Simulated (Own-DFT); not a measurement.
## Calculated data, Si3Ge (diamond lattice with Si and Ge gathered in clusters, atoms displaced)

Computed with Own-DFT development build. A calculation, not a measurement: plane-wave density functional theory by an unreviewed code, no spin, of a simulated periodic cell, stress positive in tension, run twice, with PBE and with PBEsol, both on files made for PBE, so the change isn't that of files made for PBEsol; forces on such cells passed a denser k mesh, this cell's mesh not checked; the far tail of each file's local potential was reset to the Coulomb form; each entry is a single point on an unrelaxed cell, so the pressure reflects the starting lattice, mostly measured values (interpolated for alloys), from which strain is counted, and rises with the displacements; printed positions are rounded, which can move forces by about a meV/angstrom; the program, named Own-DFT, is a retired in-house code; no spin-orbit coupling; stress was not checked against mesh or cutoff.

### Si3Ge (diamond lattice with Si and Ge gathered in clusters, atoms displaced)

```
Si3Ge
1.0
     10.9755     0.0000     0.0000
      0.0000    10.9755     0.0000
      0.0000     0.0000    10.9755
Si Ge Si Ge Si Ge Si Ge Si Ge Si Ge Si Ge Si Ge Si Ge Si Ge Si Ge Si
6 1 3 1 1 1 1 1 6 2 4 5 8 1 3 1 8 1 3 1 2 1 3
Direct
  0.99772 0.99712 0.00282
  0.99970 0.25359 0.24162
  0.25108 0.00067 0.26766
  0.25001 0.25315 0.00135
  0.13361 0.11585 0.12470
  0.12450 0.37685 0.37663
  0.37713 0.13278 0.37637
  0.37233 0.38625 0.11852
  0.99770 0.99954 0.51247
  0.99776 0.24539 0.75267
  0.25264 0.00414 0.75861
  0.25011 0.25123 0.49908
  0.12265 0.12827 0.61431
  0.12496 0.37558 0.87335
  0.37820 0.13388 0.88437
  0.37990 0.37487 0.62280
  0.99270 0.50044 0.01173
  0.98923 0.75273 0.24883
  0.24939 0.49929 0.24882
  0.24382 0.75139 0.00540
  0.12356 0.62114 0.13036
  0.11756 0.87899 0.37727
  0.37799 0.62650 0.36599
  0.37487 0.87631 0.11896
  0.00648 0.49316 0.50535
  0.00626 0.74979 0.74475
  0.24383 0.49706 0.75085
  0.24138 0.74766 0.50267
  0.12921 0.63195 0.61389
  0.13230 0.87174 0.87564
  0.37731 0.62025 0.87869
  0.37543 0.86844 0.62723
  0.49132 0.00825 0.00617
  0.50853 0.25438 0.24922
  0.75083 0.00323 0.24233
  0.75132 0.25759 0.00439
  0.62402 0.12397 0.12911
  0.61750 0.37551 0.38192
  0.88628 0.12598 0.37385
  0.87574 0.37461 0.12993
  0.48636 0.00166 0.49495
  0.49910 0.25349 0.75490
  0.75008 0.99895 0.74227
  0.75283 0.24947 0.50696
  0.62301 0.12522 0.62090
  0.62881 0.37515 0.87009
  0.86512 0.12788 0.88515
  0.87932 0.37796 0.63058
  0.50500 0.50080 0.99928
  0.51069 0.75467 0.25264
  0.74826 0.49593 0.25013
  0.74428 0.74360 0.99857
  0.62378 0.62671 0.12208
  0.62524 0.88039 0.37517
  0.86781 0.62470 0.37859
  0.86885 0.87526 0.12272
  0.49771 0.49226 0.49728
  0.49551 0.75522 0.75428
  0.75875 0.50377 0.75067
  0.75571 0.75446 0.49402
  0.62445 0.61136 0.62025
  0.62008 0.88283 0.87775
  0.86754 0.62250 0.87587
  0.87568 0.88056 0.62937
```

* functional: PBE, then PBEsol
* potential files: PseudoDojo norm-conserving, scalar-relativistic, standard set
* wave cutoff: 42 hartree
* occupations: Fermi-Dirac
* smearing width: 0.1 eV
* k mesh: 3 x 3 x 3 centred on Gamma
* PBE pressure: 2.81 GPa
* PBE stress xx: -2.78 GPa
* PBE stress yy: -2.96 GPa
* PBE stress zz: -2.69 GPa
* PBE stress yz: 0.45 GPa
* PBE stress xz: 0.23 GPa
* PBE stress xy: -0.63 GPa
* PBEsol pressure: 1.02 GPa
* PBEsol stress xx: -0.99 GPa
* PBEsol stress yy: -1.16 GPa
* PBEsol stress zz: -0.92 GPa
* PBEsol stress yz: 0.41 GPa
* PBEsol stress xz: 0.25 GPa
* PBEsol stress xy: -0.61 GPa
* rms change of force components from PBE to PBEsol: 0.045 eV/Å

Force:
```csv
force element,PBE force x (eV/Å),PBE force y (eV/Å),PBE force z (eV/Å),PBEsol force x (eV/Å),PBEsol force y (eV/Å),PBEsol force z (eV/Å)
Si,0.047,0.243,-0.277,0.092,0.204,-0.317
Si,1.278,-0.947,0.855,1.275,-0.937,0.83
Si,0.354,-0.181,-2.123,0.36,-0.19,-1.982
Si,-0.583,0.458,0.467,-0.531,0.401,0.415
Si,-0.608,0.673,0.369,-0.585,0.646,0.361
Si,0.206,-0.498,-0.716,0.205,-0.498,-0.715
Ge,-0.468,0.906,-1.098,-0.411,0.82,-1.014
Si,0.567,-1.206,0.62,0.562,-1.188,0.608
Si,-0.465,0.049,-1.685,-0.353,0.058,-1.655
Si,-0.14,0.326,0.413,-0.095,0.262,0.365
Ge,0.189,0.417,-1.197,0.185,0.382,-1.151
Si,0.208,1,-0.02,0.209,0.887,-0.012
Ge,0.461,0.145,1.806,0.48,0.113,1.788
Si,-0.979,-0.296,0.722,-0.976,-0.287,0.72
Ge,-0.235,0.179,-0.688,-0.266,0.134,-0.714
Si,-1.18,-0.23,0.797,-1.166,-0.23,0.791
Si,0.708,0.126,-1.489,0.694,0.125,-1.473
Si,0.433,-0.689,0.153,0.47,-0.64,0.194
Si,-0.196,-0.102,0.165,-0.144,-0.06,0.224
Si,0.87,-1.114,0.388,0.845,-1.086,0.289
Si,-0.549,0.937,0.007,-0.538,0.927,0.01
Ge,-0.615,-0.433,0.091,-0.56,-0.46,0.138
Ge,-0.042,-0.014,0.729,-0.069,0.015,0.748
Si,-0.362,-0.22,1.796,-0.364,-0.222,1.776
Si,-1.122,0.849,-0.739,-1.059,0.897,-0.68
Si,-1.119,-0.053,0.749,-1.006,-0.061,0.732
Si,0.931,0.343,-0.627,0.928,0.427,-0.633
Ge,2.568,1.775,-2.494,2.479,1.723,-2.4
Ge,-1.889,-2.843,2.708,-1.776,-2.706,2.581
Ge,-1.555,0.201,0.18,-1.467,0.244,0.125
Ge,-1.175,0.339,0.015,-1.113,0.379,-0.03
Ge,-1.094,1.044,-0.353,-1.061,1.012,-0.342
Si,1.405,-0.672,-0.037,1.329,-0.603,-0.097
Si,-1.1,0.386,-0.455,-1.136,0.348,-0.418
Si,0.531,0.156,1.117,0.49,0.116,1.161
Si,-0.92,-0.429,0.097,-0.919,-0.407,0.115
Si,0.174,0.708,-0.705,0.17,0.695,-0.711
Si,1.852,-0.697,-0.641,1.841,-0.692,-0.625
Si,-1.048,0.027,0.126,-1.021,0.02,0.125
Si,-0.665,0.217,-0.079,-0.665,0.214,-0.074
Ge,1.312,-0.616,0.99,1.28,-0.59,0.957
Si,0.461,0.003,-0.738,0.435,-0.096,-0.723
Si,-0.534,0.519,1.788,-0.581,0.567,1.718
Si,0.46,0.635,-1.178,0.406,0.574,-1.117
Ge,-0.37,-0.008,0.601,-0.404,-0.044,0.552
Si,0.245,0.468,0.477,0.248,0.466,0.458
Si,0.932,-0.704,-1.057,0.908,-0.705,-1.045
Si,-0.035,-0.686,-0.046,-0.036,-0.679,-0.048
Si,0.309,-0.365,-0.073,0.267,-0.318,-0.129
Si,-1.017,-0.218,-1.467,-1.001,-0.194,-1.343
Si,-0.58,0.487,0.429,-0.581,0.474,0.417
Si,0.123,1.319,-0.33,0.119,1.307,-0.331
Si,0.189,-0.58,0.839,0.182,-0.578,0.84
Ge,0.74,0.363,-0.033,0.675,0.391,0.004
Si,1.219,-0.753,-0.508,1.213,-0.766,-0.499
Si,0.05,-0.444,-0.39,0.04,-0.445,-0.395
Si,-0.705,0.896,-0.095,-0.705,1,-0.085
Ge,1.49,-1.219,0.182,1.382,-1.211,0.143
Si,-0.935,-1.024,-0.278,-0.985,-0.97,-0.328
Si,-0.659,-0.086,1.314,-0.739,-0.053,1.298
Ge,0.431,1.727,0.272,0.398,1.708,0.285
Si,0.514,-0.015,0.171,0.46,-0.045,0.131
Si,1.655,0.848,0.339,1.655,0.848,0.34
Si,0.031,-1.424,-0.156,0.03,-1.425,-0.152
```
